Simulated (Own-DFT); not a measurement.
# How strain changes the stress of hexagonal WC, 64 atoms (C32W32)

Everything here is calculated. The program is Own-DFT (plane waves, in-house, since retired, never reviewed by a person); positions were held fixed, and spin and spin-orbit coupling were off.

Common settings: PBE; PseudoDojo norm-conserving scalar-relativistic files; cutoff 50 hartree; 4 x 4 x 4 k mesh centred on Gamma; cold (Marzari-Vanderbilt) smearing of 0.2 eV.

Caveats: forces on such cells moved up to 12 meV/angstrom on a denser k mesh; stress not checked against mesh or cutoff.

Unstrained cell vectors in Å: (5.833, -5.052, -2.839); (0.000, -5.052, 8.518); (-5.833, -5.052, -2.839). The unstrained cell was taken from the Materials Project. The random moves and any unrelaxed bonds add to the pressure at no strain. In each run the cell takes a homogeneous strain; fractional positions stay. Each atom got a random Gaussian move of width 0.05 Å along each axis. Stress is counted positive in tension, P = -(s_xx + s_yy + s_zz)/3, and strain components are those of the symmetric tensor.

```
run,e_xx (%),e_yy (%),e_zz (%),e_yz (%),e_xz (%),e_xy (%),s_xx (GPa),s_yy (GPa),s_zz (GPa),s_yz (GPa),s_xz (GPa),s_xy (GPa),P (GPa),E (meV/atom)
1,-0.85,1.72,1.36,-1.33,-1.31,0.05,-5.74,6.26,6.26,-7.20,-7.59,-0.25,-2.26,15.1
2,-1.16,1.48,-0.09,-0.45,0.87,-0.34,-11.02,2.14,-7.82,-2.67,5.37,-1.41,5.56,12.4
3,0.86,-1.70,0.20,0.83,-1.60,1.24,-4.19,-17.68,-8.69,5.25,-9.44,6.96,10.19,44.7
4,1.44,0.48,-0.49,1.61,-0.88,-1.40,4.49,-0.62,-8.17,9.49,-4.94,-5.66,1.43,8.8
5,-0.30,-0.92,0.15,1.32,-1.22,-0.31,-9.64,-13.87,-8.81,8.13,-6.82,-2.40,10.78,18.1
6,1.68,-0.95,1.73,1.30,0.03,-0.36,6.63,-6.26,8.64,7.84,0.44,-1.69,-3.01,22.1
7,-0.21,0.71,0.59,0.42,1.34,0.00,-6.61,-0.25,-2.17,2.63,7.39,0.59,3.01,22.1
8,0.88,0.31,0.44,0.34,-0.01,-0.63,2.50,-0.80,-1.06,2.25,-0.28,-2.43,-0.22,0.0
9,1.26,-0.53,-1.85,-0.53,-0.18,1.87,-2.32,-11.07,-25.45,-3.26,-1.09,10.65,12.95,45.9
10,-1.71,-1.20,-0.65,0.90,0.44,0.35,-24.52,-22.16,-21.11,6.31,2.90,1.42,22.60,62.2
11,-0.32,-0.87,-0.24,-1.41,1.03,0.68,-12.14,-13.96,-12.91,-9.05,6.48,3.60,13.00,35.4
12,-0.61,0.84,-1.04,0.24,-0.42,1.44,-11.18,-2.43,-17.59,1.79,-2.94,6.75,10.40,24.0
13,0.93,0.91,-1.99,0.32,0.20,-1.69,-2.97,-0.44,-24.96,2.06,1.29,-9.30,9.46,46.3
14,-1.57,0.37,-0.08,-0.89,1.92,0.03,-18.14,-6.81,-11.27,-6.06,12.46,1.44,12.07,30.2
15,0.77,-0.87,0.60,-1.29,-0.49,1.92,?,?,?,?,?,?,?,?
```

E is the free energy per atom, counted from the lowest run shown.

## Worked fit

Regress every stress component on the fractional strains (shears doubled) of the visible runs, with a constant. Shear strains stay in the fit of a normal stress only where such slopes are resolved. The slopes, in GPa:

```
stress,at no strain,per e_xx,per e_yy,per e_zz,scatter
s_xx,-6.7,748 ± 22,250 ± 24,221 ± 24,0.90
s_yy,-6.5,247 ± 17,782 ± 18,175 ± 18,0.68
s_zz,-8.4,189 ± 19,218 ± 21,967 ± 20,0.77
```

The slope of each shear stress on twice its own strain, from a fit on all six strains: yz 309 ± 9, xz 294 ± 6, xy 265 ± 16 GPa. These are stiffnesses along x, y and z of the frame in which the cell vectors are given, which need not be the crystal's axes. No internal relaxation is included, and where it is allowed it would reduce some of the slopes. Symmetry asks for nearly equal slopes across the diagonal; the mismatch is a measure of noise. A ninth of the table's sum, 422 ± 12 GPa, estimates the bulk modulus near the mean pressure of these runs, 7.6 GPa, so it lies above the value at zero pressure.

## Test on the hidden row

Question: what normal stresses and pressure should run 15 give?

The fit gives s_xx = -1.8, s_yy = -10.3, s_zz = -3.1 and P = 5.1 GPa. The run itself gave -1.09, -10.69, -3.01 and P = 4.93 GPa.
